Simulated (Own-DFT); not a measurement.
# Which defects push the lattice out? C11b WSi2

The numbers are computed, not measured, by runs of the plane-wave DFT program Own-DFT (in-house, retired, unreviewed) at fixed positions, with no spin and no spin-orbit coupling.

All runs used: PBE; PseudoDojo norm-conserving scalar-relativistic files; cutoff 50 hartree; 5 x 5 x 5 k mesh centred on Gamma; cold (Marzari-Vanderbilt) smearing of 0.2 eV.

Keep in mind: forces on such cells failed a check on a denser k mesh; stress not checked against mesh or cutoff.

All runs share one cell, with vectors in Å (-2.148, -5.953, 3.409); (-6.444, 2.976, 1.136); (-2.553, -2.948, -6.757) and a volume of 403.2 Å³. u is the rms random offset of the atoms per axis. The defect's site can differ from row to row.

| cell | formula | u (Å) | P (GPa) |
|---|---|---|---|
| no defect | Si20W10 | 0.0185 | 4.52 |
| no defect | Si20W10 | 0.0244 | 4.51 |
| no defect | Si20W10 | 0.0487 | 5.97 |
| one Si vacancy | Si19W10 | 0.0322 | 3.42 |
| one Si vacancy | Si19W10 | 0.0336 | 3.85 |
| one Si vacancy | Si19W10 | 0.0576 | 4.49 |
| one W vacancy | Si20W9 | 0.0302 | 3.30 |
| one W vacancy | Si20W9 | 0.0305 | 3.27 |
| one W vacancy | Si20W9 | 0.0456 | ? |
| one W vacancy | Si20W9 | 0.0496 | 4.41 |
| one W on a Si site | Si19W11 | 0.0285 | 10.21 |
| one W on a Si site | Si19W11 | 0.0291 | 9.73 |
| one W on a Si site | Si19W11 | 0.0499 | 10.82 |
| one Si on a W site | Si21W9 | 0.0300 | 6.01 |
| one Si on a W site | Si21W9 | 0.0524 | 7.45 |
| one Si on a W site | Si21W9 | 0.0558 | 7.86 |

## Analysis

P = P0 + c u² + a shift for each defect gives P0 = 4.31 GPa, c = 628 ± 75 GPa/Å² and a scatter of 0.26 GPa. The shifts, and each times the cell's volume:

- one W on a Si site: 5.08 ± 0.21 GPa, 12.8 eV
- one Si on a W site: 1.38 ± 0.23 GPa, 3.5 eV
- one Si vacancy: -1.54 ± 0.22 GPa, -3.9 eV
- one W vacancy: -1.55 ± 0.21 GPa, -3.9 eV

Positive is outwards. The product with the volume (160.2 GPa Å³ to the eV) is nearly free of the cell's size; divided by the bulk modulus at the cell's pressure it gives the volume that the defect adds. The atoms around the defects weren't relaxed, which would change these numbers.

## Check

Asked: what pressure belongs in the blank (one W vacancy, u = 0.0456 Å)?

The fitted form gives 4.06 ± 0.30 GPa. The run itself gave 4.56 GPa.
